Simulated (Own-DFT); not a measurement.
# How strain changes the stress of wurtzite GaN, 72 atoms (Ga36N36)

These are calculations, not measurements. They come from Own-DFT, an in-house plane-wave density functional program, since retired, whose code no person has reviewed. Each row is one single-point run on a periodic cell that was not relaxed, without spin or spin-orbit coupling.

Settings of every run: PBE; PseudoDojo norm-conserving scalar-relativistic files (stringent for Ga); cutoff 96 hartree; 4 x 4 x 3 k mesh centred on Gamma; Gaussian smearing of 0.01 eV.

Known limits: forces not confirmed at this smearing and k mesh; stress not checked against mesh or cutoff.

Unstrained cell vectors in Å: (9.567, 0.000, 0.000); (-4.784, 8.285, 0.000); (0.000, 0.000, 10.370). The unstrained cell has measured lattice constants (interpolated for alloys), not those of this functional. That, the random moves and any unrelaxed bonds set the pressure at no strain. Each run strains this cell uniformly, with the atoms carried along. Every atom was also moved at random, by a Gaussian of width 0.05 Å on each axis. Strain is the symmetric tensor, in per cent. Stress is positive in tension, and the pressure is minus a third of its trace.

| run | e_xx (%) | e_yy (%) | e_zz (%) | e_yz (%) | e_xz (%) | e_xy (%) | s_xx (GPa) | s_yy (GPa) | s_zz (GPa) | s_yz (GPa) | s_xz (GPa) | s_xy (GPa) | P (GPa) | E (meV/atom) |
|---|---|---|---|---|---|---|---|---|---|---|---|---|---|---|
| 1 | -0.12 | -0.45 | 0.56 | 1.38 | 0.29 | 1.16 | -7.96 | -9.15 | -3.81 | 3.09 | 0.43 | 4.38 | 6.97 | 2.9 |
| 2 | -1.51 | -0.88 | -0.49 | 1.95 | 1.22 | 0.73 | -16.26 | -10.86 | -12.19 | 2.93 | 3.43 | 1.82 | 13.11 | 39.4 |
| 3 | -1.50 | 1.43 | 1.45 | -0.43 | 1.33 | -1.85 | -12.14 | -0.13 | -2.00 | -1.10 | 3.07 | -3.57 | 4.76 | 20.8 |
| 4 | -1.13 | -0.81 | -0.14 | 1.37 | -1.55 | -0.22 | -14.28 | -10.92 | -8.91 | 3.15 | -3.35 | 0.15 | 11.37 | 26.5 |
| 5 | -0.08 | -1.38 | -0.27 | -0.12 | 1.01 | 0.09 | -6.85 | -14.86 | -10.43 | 1.11 | 3.01 | -0.21 | 10.71 | 22.2 |
| 6 | 1.11 | 1.45 | -0.06 | 1.66 | -1.63 | 0.21 | -2.34 | 0.23 | -5.73 | 3.37 | -3.71 | 1.01 | 2.61 | 3.7 |
| 7 | 1.22 | 0.88 | -0.65 | 0.34 | 1.18 | -0.41 | -0.81 | -3.57 | -10.19 | 0.70 | 2.14 | -1.48 | 4.86 | 17.5 |
| 8 | -1.10 | -1.87 | -0.51 | -0.52 | 1.56 | -0.73 | -13.60 | -18.84 | -12.23 | -1.18 | 2.91 | -4.41 | 14.89 | 42.8 |
| 9 | -0.43 | -0.31 | 0.27 | 1.14 | -1.00 | -1.43 | -8.39 | -8.95 | -5.50 | 1.82 | -2.88 | -3.68 | 7.62 | 0.0 |
| 10 | -1.40 | 0.64 | 0.25 | 0.04 | -0.22 | 0.27 | -11.66 | -3.70 | -8.86 | -0.47 | 1.13 | 0.79 | 8.08 | 11.5 |
| 11 | 1.57 | 0.17 | -0.92 | -1.52 | -0.80 | 0.59 | -0.46 | -5.93 | -10.46 | -2.85 | -1.83 | 2.50 | 5.61 | 13.8 |
| 12 | -1.57 | 0.25 | 0.53 | -1.87 | -0.61 | 0.80 | -13.22 | -7.78 | -6.21 | -4.27 | 0.04 | 2.61 | 9.07 | 30.4 |
| 13 | 1.59 | 1.84 | 0.63 | 1.34 | 1.48 | -0.34 | 0.53 | 2.12 | -3.34 | 2.86 | 2.52 | -0.27 | 0.23 | 18.3 |
| 14 | -0.57 | 1.75 | 0.90 | -1.37 | 0.48 | -1.43 | -7.91 | 1.20 | -3.41 | -2.74 | 1.13 | -3.62 | 3.37 | 12.7 |
| 15 | -1.52 | -1.44 | 0.98 | 0.97 | -0.36 | 0.86 | -13.23 | -16.14 | -5.78 | 2.93 | -0.49 | 2.50 | 11.72 | 35.4 |
| 16 | 0.61 | -0.87 | -2.00 | 1.11 | 1.03 | -1.24 | -6.83 | -12.62 | -16.94 | 2.39 | 3.22 | -5.38 | 12.13 | 28.5 |
| 17 | 0.86 | 1.55 | -0.24 | 0.43 | -0.48 | 1.37 | ? | ? | ? | ? | ? | ? | ? | ? |

E is the free energy for each atom above the lowest run shown.

## Worked fit

Each stress component was fitted by least squares to a constant and the strains of the runs shown, as fractions, with shears doubled. Shear strains stay in the fit of a normal stress only where such slopes are resolved. The slopes, in GPa:

```
stress,at no strain,per e_xx,per e_yy,per e_zz,scatter
s_xx,-7.1,459 ± 32,36 ± 31,104 ± 45,1.02
s_yy,-7.6,3 ± 29,532 ± 28,-10 ± 41,0.91
s_zz,-7.7,110 ± 29,21 ± 28,497 ± 40,0.90
```

Each shear stress against twice its own strain: yz 97 ± 6, xz 112 ± 7, xy 149 ± 11 GPa. These are stiffnesses along x, y and z of the frame in which the cell vectors are given, which need not be the crystal's axes. The atoms are held to the strained lattice; where symmetry lets them move under strain, relaxing them would lower some slopes. The table should be nearly symmetric about its diagonal, and what it lacks of that shows the noise. A ninth of its sum, 195 ± 5 GPa, estimates the bulk modulus near the mean pressure of these runs, 7.9 GPa, so it lies above the value at zero pressure.

## Withheld run

Question: what normal stresses and pressure should run 17 give?

The fit gives s_xx = -2.8, s_yy = 0.7, s_zz = -7.6 and P = 3.3 GPa. The calculation gave -3.34, 0.15, -7.19 and P = 3.46 GPa.
